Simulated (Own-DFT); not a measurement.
# Same atoms, different arrangement: As32Ga32, 64 atoms

Calculated results; nothing here was measured. They come from Own-DFT, an in-house plane-wave density functional program, since retired, whose code no person has reviewed. Each row is one single-point run on a periodic cell that was not relaxed, without spin or spin-orbit coupling.

Settings of every run: PBE; PseudoDojo norm-conserving scalar-relativistic files; cutoff 42 hartree; 3 x 3 x 3 k mesh centred on Gamma; Fermi-Dirac smearing of 0.1 eV.

Known limits, some of them of some rows only: not probed for a lower state with spin; forces on such cells failed a check on a denser k mesh; forces not confirmed at this smearing and k mesh; stress not checked against mesh or cutoff.

All cells hold the same atoms in the same cell, with vectors in Å (11.307, 0.000, 0.000); (0.000, 11.307, 0.000); (0.000, 0.000, 11.307). Every atom was moved at random from its ideal site; u is the rms move along one axis. The defect's site can differ from row to row. E is the free energy of the cell above the lowest run. The arrangements:

- A: zincblende GaAs
- B: zincblende GaAs, with one As on a Ga site and one Ga on an As site, 2.4 Å apart

| arrangement | u (Å) | E (eV) | P (GPa) |
|---|---|---|---|
| A | 0.0192 | 0.034 | 3.51 |
| A | 0.0195 | 0.000 | 3.51 |
| A | 0.0201 | 0.037 | 3.52 |
| A | 0.0445 | 1.522 | 3.84 |
| A | 0.0472 | 1.866 | 3.90 |
| A | 0.0526 | 2.687 | 4.12 |
| B | 0.0267 | 2.980 | 3.89 |
| B | 0.0312 | 3.090 | 3.94 |
| B | 0.0314 | 3.118 | 3.95 |
| B | 0.0463 | 4.086 | 4.12 |
| B | 0.0503 | 4.988 | 4.40 |
| B | 0.0506 | 4.532 | 4.20 |

Question: once the cost of the random moves is taken out, how do the arrangements rank?

## Worked answer

Fit E = a + b u², with one b for all and one a for each arrangement, and with residuals divided by u², since the noise grows with the moves. Then b = 986 eV/Å², the scatter at u = 0.04 Å is 0.14 eV, and against A:

- B: 2.55 ± 0.05 eV (higher)

These are energies of unrelaxed cells. Relaxing the atoms lowers the strained arrangements most, so the gaps would shrink and small ones could change sign.
